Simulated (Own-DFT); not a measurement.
# Strain and stress in 4H SiC, 72 atoms (C36Si36)

All numbers below are calculated, not measured. The program, named Own-DFT, is a retired in-house plane-wave density functional code that no person has reviewed. Each row is one single-point run on a periodic cell that was not relaxed, without spin or spin-orbit coupling.

Settings of every run: PBE; PseudoDojo norm-conserving scalar-relativistic files; cutoff 42 hartree; 4 x 4 x 3 k mesh centred on Gamma; Fermi-Dirac smearing of 0.1 eV.

Known limits: forces on such cells passed a denser k mesh, each cell not checked; stress not checked against mesh or cutoff.

Unstrained cell vectors in Å: (9.248, 0.000, 0.000); (-4.624, 8.009, 0.000); (0.000, 0.000, 10.068). The unstrained cell has measured lattice constants (interpolated for alloys), not those of this functional. That, the random moves and any unrelaxed bonds set the pressure at no strain. Each run strains this cell uniformly, with the atoms carried along. Every atom was also moved at random, by a Gaussian of width 0.05 Å on each axis. Strain is the symmetric tensor, in per cent. Stress is positive in tension, and the pressure is minus a third of its trace.

```
run,e_xx (%),e_yy (%),e_zz (%),e_yz (%),e_xz (%),e_xy (%),s_xx (GPa),s_yy (GPa),s_zz (GPa),s_yz (GPa),s_xz (GPa),s_xy (GPa),P (GPa),E (meV/atom)
1,0.45,-2.00,-0.10,0.18,-0.91,-1.98,-4.70,-15.14,-7.45,0.51,-2.48,-8.44,9.10,30.7
2,-0.66,1.96,-0.82,1.69,-0.25,0.93,-7.14,5.19,-11.05,5.45,-0.86,3.86,4.33,8.0
3,0.44,-1.14,1.01,0.40,-1.56,1.75,-4.33,-9.96,-1.80,1.46,-5.37,9.46,5.36,29.2
4,0.21,1.42,-0.12,-1.55,0.30,-1.21,-2.87,2.08,-6.47,-5.55,0.55,-5.35,2.42,19.7
5,0.90,1.21,1.82,-0.70,1.01,1.00,1.34,2.22,4.63,-2.60,2.41,4.16,-2.73,16.6
6,-1.61,-0.93,-1.32,0.38,0.13,1.57,-15.44,-12.87,-16.93,1.83,-0.97,8.46,15.08,40.5
7,-1.92,-1.27,0.68,-1.19,1.80,1.20,-15.86,-15.06,-4.08,-4.67,6.92,5.83,11.66,34.2
8,-1.95,1.47,0.14,1.91,0.49,0.37,-14.51,1.09,-6.62,6.00,1.77,0.24,6.68,26.3
9,0.32,-0.38,1.92,-1.74,1.94,-0.04,-3.78,-5.85,4.83,-5.36,6.74,-0.51,1.60,10.8
10,1.83,0.60,1.75,1.72,0.25,-1.64,4.81,-0.32,4.35,5.89,0.59,-6.73,-2.95,21.3
11,-0.23,1.91,-1.35,-0.82,-0.97,-1.76,-4.45,4.66,-14.55,-2.45,-2.36,-8.12,4.78,20.0
12,0.18,0.10,0.89,0.21,-1.98,-1.74,-3.27,-4.62,-1.08,0.50,-6.36,-7.81,2.99,17.1
13,1.18,-0.81,-0.33,-1.64,-1.92,0.61,-0.29,-7.81,-8.64,-4.88,-7.10,2.59,5.58,27.0
14,-0.39,1.86,-1.85,-0.36,1.79,1.29,-6.74,3.87,-16.01,-1.52,6.40,5.33,6.29,17.7
15,0.27,1.64,0.98,1.63,-1.52,-1.97,-1.14,3.77,0.60,5.27,-4.77,-7.41,-1.08,12.7
16,0.11,-0.78,0.16,0.19,1.65,-0.87,-5.21,-8.34,-4.75,0.27,4.80,-5.35,6.10,0.0
17,1.46,-0.29,0.05,-1.43,-1.11,-0.28,?,?,?,?,?,?,?,?
```

E is the free energy for each atom above the lowest run shown.

## Worked fit

Each stress component was fitted by least squares to a constant and the strains of the runs shown, as fractions, with shears doubled. Shear strains stay in the fit of a normal stress only where such slopes are resolved. The slopes, in GPa:

| stress | at no strain | per e_xx | per e_yy | per e_zz | scatter |
|---|---|---|---|---|---|
| s_xx | -5.3 | 518 ± 15 | 101 ± 11 | 39 ± 14 | 0.55 |
| s_yy | -5.1 | 122 ± 18 | 532 ± 13 | 9 ± 17 | 0.67 |
| s_zz | -6.7 | 60 ± 20 | 45 ± 14 | 585 ± 18 | 0.73 |

Each shear stress against twice its own strain: yz 166 ± 5, xz 165 ± 8, xy 231 ± 10 GPa. These are stiffnesses along x, y and z of the frame in which the cell vectors are given, which need not be the crystal's axes. The atoms are held to the strained lattice; where symmetry lets them move under strain, relaxing them would lower some slopes. The table should be nearly symmetric about its diagonal, and what it lacks of that shows the noise. A ninth of its sum, 224 ± 5 GPa, estimates the bulk modulus near the mean pressure of these runs, 4.7 GPa, so it lies above the value at zero pressure.

## Withheld run

Question: what normal stresses and pressure should run 17 give?

The fit gives s_xx = 2.0, s_yy = -4.9, s_zz = -5.7 and P = 2.9 GPa. The calculation gave 3.52, -4.55, -7.19 and P = 2.74 GPa.
